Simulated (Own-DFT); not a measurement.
Si3N4 (beta silicon nitride, atoms displaced) (calculated)

A calculation, not a measurement: plane-wave PBE density functional theory by an unreviewed code, no spin, of a simulated periodic cell, stress positive in tension, free energy of the whole cell less one offset for each atom, forces on such cells passed a denser k mesh, this cell's mesh not checked; offsets are fitted by least squares, one for each functional and potential file, so energies compare only between cells with the same atoms and settings and are not formation energies; the far tail of each file's local potential was reset to the Coulomb form; each entry is a single point on an unrelaxed cell, so the pressure reflects the starting lattice, mostly measured values (interpolated for alloys), from which strain is counted, and rises with the displacements; printed positions are rounded, which can move forces by about a meV/angstrom; the program, named Own-DFT, is a retired in-house code; no spin-orbit coupling; before rounding, a Quantum ESPRESSO 7.3.1 run of the same cell and cutoff gave forces within 1 meV/angstrom rms on each cell, which checks the program and not the settings. Program: Own-DFT development build.

Settings shared by all entries: functional PBE; potential files PseudoDojo norm-conserving, scalar-relativistic, standard set; wave cutoff 42 hartree; occupations Fermi-Dirac; smearing width 0.1 eV; k mesh 3 x 3 x 3 centred on Gamma.

(1) 
```xyz
42
Lattice="7.6060 0.0000 0.0000 -3.8030 6.5870 0.0000 0.0000 0.0000 8.7270" Properties=species:S:1:pos:R:3:force_x:R:1:force_y:R:1:force_z:R:1 formula=Si3N4 free_energy_of_cell_above_offsets=-6.860 pressure=5.81 stress_xx=-5.01 stress_yy=-3.8 stress_zz=-8.64 stress_yz=0.88 stress_xz=0.76 stress_xy=-1.72
Si    -1.6023     5.0628     0.7049     -0.256     -0.042      0.402
Si     0.2037     2.6504     0.7344      0.839      1.372      0.349
Si     1.3571     5.4539     0.6827      1.001     -1.578      2.132
Si     5.4223     1.5116     2.1544     -1.706      0.544      0.999
Si     3.6054     3.9201     2.1712     -0.664     -1.299      0.031
Si     2.4180     1.1002     2.2061      0.084      2.204     -0.291
N      2.4168     0.2151     0.7424     -0.544     -1.153     -0.778
N      6.2268     2.0344     0.7282     -0.354     -0.787     -0.312
N      2.8186     4.3576     0.7121     -2.087      1.866     -0.023
N      1.4058     6.3752     2.1939      0.315      0.545     -1.535
N     -2.4495     4.6116     2.1847      1.058       0.65     -0.648
N      0.9937     2.2121     2.2142      1.374     -1.699     -1.146
N     -0.0092     4.4109     0.7236      0.108      -0.87     -0.197
N      3.7777     2.1865     2.1531      0.929     -0.357      0.186
Si    -1.6218     5.0817     3.6322      1.775     -1.039     -0.199
Si     0.2017     2.6346     3.6355     -0.292      1.455      0.868
Si     1.3760     5.4459     3.6065      0.085      -1.39      1.204
Si     5.4181     1.4964     5.1071     -1.322     -0.111     -1.263
Si     3.5894     3.9141     5.0652     -0.195      -0.96     -0.001
Si     2.4040     1.1909     5.1444      1.012      0.195     -1.974
N      2.4369     0.1982     3.6520      -0.71      0.148      0.897
N      6.2071     1.9951     3.6327      0.263     -0.617      0.127
N      2.7904     4.3892     3.6114     -0.509      0.777      0.305
N      1.3627     6.3507     5.1022      0.691      1.016     -0.548
N     -2.4295     4.5663     5.0479      0.621      0.859      1.396
N      1.0226     2.2320     5.1279      0.537     -1.046     -0.991
N      0.0403     4.3585     3.6592     -1.675      0.819     -0.291
N      3.8193     2.1764     5.0763     -0.319      0.637      0.106
Si    -1.5724     5.0390     6.5354     -0.483      0.792     -0.772
Si     0.2315     2.6486     6.5592     -1.086      1.497      0.244
Si     1.3970     5.4443     6.5500      0.014     -0.277     -0.128
Si     5.4252     1.5089     8.0109     -1.477      1.252     -0.714
Si     3.5884     3.9430     7.9837     -0.237     -1.909       -0.2
Si     2.4002     1.0992     7.9680      1.196      2.564      2.223
N      2.4427     0.2651     6.5454     -0.766     -3.488     -0.554
N      6.2294     1.9592     6.5111      0.972      0.205      1.535
N      2.7911     4.4106     6.5300     -0.376      0.467     -0.047
N      1.3899     6.3935     8.0269      0.514      0.299     -1.296
N     -2.4597     4.6100     7.9599      1.458      0.886      0.465
N      0.9900     2.1379     8.0077      0.327     -0.289      0.177
N      0.0181     4.4328     6.5677     -0.193      -1.63      0.189
N      3.8025     2.2021     7.9726      0.075      -0.51       0.07
```

Units: free_energy_of_cell_above_offsets in eV; pressure, stress_xx, stress_yy, stress_zz, stress_yz, stress_xz, stress_xy in GPa; force_x, force_y, force_z in eV/Å.

(2) 
```xyz
42
Lattice="7.6060 0.0000 0.0000 -3.8030 6.5870 0.0000 0.0000 0.0000 8.7270" Properties=species:S:1:pos:R:3:force_x:R:1:force_y:R:1:force_z:R:1 formula=Si3N4 free_energy_of_cell_above_offsets=-7.378 pressure=5.41 stress_xx=-4.38 stress_yy=-5.61 stress_zz=-6.24 stress_yz=0.2 stress_xz=0.17 stress_xy=-0.04
Si    -1.6252     5.0668     0.7103      1.412     -0.567      0.843
Si     0.2203     2.6728     0.7441      0.005      0.166     -0.738
Si     1.3341     5.4666     0.7105      1.044     -2.055      1.022
Si     5.3966     1.5441     2.2084     -0.241     -0.647     -1.536
Si     3.5730     3.9108     2.2143       0.78      -0.35     -1.748
Si     2.3973     1.1205     2.1698      1.294      1.249      0.692
N      2.4027     0.2176     0.7330     -0.146     -1.138     -0.447
N      6.2610     1.9632     0.7289     -0.808     -0.455      0.091
N      2.7609     4.3773     0.7370      0.093       0.61     -0.229
N      1.3652     6.3787     2.1589      0.476      0.782      1.041
N     -2.4095     4.6167     2.1882     -0.865      -0.14      0.072
N      1.0487     2.1847     2.1643       -0.4     -0.156      0.863
N      0.0199     4.3637     0.7061     -1.458      1.215      0.137
N      3.8143     2.1926     2.2233     -0.869     -0.164     -0.304
Si    -1.5940     5.0660     3.6591      -0.12     -0.309      -0.36
Si     0.2110     2.6548     3.6238      0.289       0.91      0.033
Si     1.4014     5.4422     3.6422     -0.864     -0.468     -1.317
Si     5.3986     1.4789     5.0821       0.48      1.994      0.532
Si     3.5707     3.9195     5.0831      0.742     -0.884      0.555
Si     2.4229     1.1534     5.0952      0.951      0.279     -0.635
N      2.4042     0.2015     3.6196      -0.32     -0.111      0.943
N      6.2200     1.9854     3.6283      0.744     -0.242      0.808
N      2.7782     4.3864     3.6303     -0.639      0.776      0.817
N      1.3996     6.3858     5.0795      0.248     -0.483      0.328
N     -2.4312     4.5591     5.1093      0.769      1.101      -0.14
N      1.0304     2.1592     5.0945     -0.503      0.203     -0.266
N     -0.0038     4.4126     3.6025      0.633     -0.934      0.532
N      3.8462     2.1923     5.0784     -1.437     -0.193      0.129
Si    -1.5609     5.1046     6.5461     -0.662     -1.845     -0.181
Si     0.2105     2.6587     6.5447      0.506      0.489      0.471
Si     1.3748     5.4559     6.5346       0.29      -1.45      0.671
Si     5.4089     1.5077     7.9729     -0.127      0.375      1.573
Si     3.6210     3.9147     7.9932     -1.029      0.134      0.648
Si     2.4212     1.1347     8.0224      0.287      1.807     -0.703
N      2.4172     0.2053     6.5448     -0.055      0.474      0.196
N      6.2340     2.0089     6.5764     -0.261     -0.982     -1.619
N      2.7936     4.4015     6.5438     -0.685      0.747     -0.151
N      1.3870     6.3580     8.0186       0.16      1.464     -1.601
N     -2.4141     4.6116     7.9962      0.064      0.491     -0.456
N      1.0264     2.2116     8.0090      0.724     -1.069     -0.328
N      0.0103     4.3767     6.5611      0.065      0.708     -0.458
N      3.8309     2.2174     7.9725     -0.569      -1.33      0.218
```

Units: free_energy_of_cell_above_offsets in eV; pressure, stress_xx, stress_yy, stress_zz, stress_yz, stress_xz, stress_xy in GPa; force_x, force_y, force_z in eV/Å.
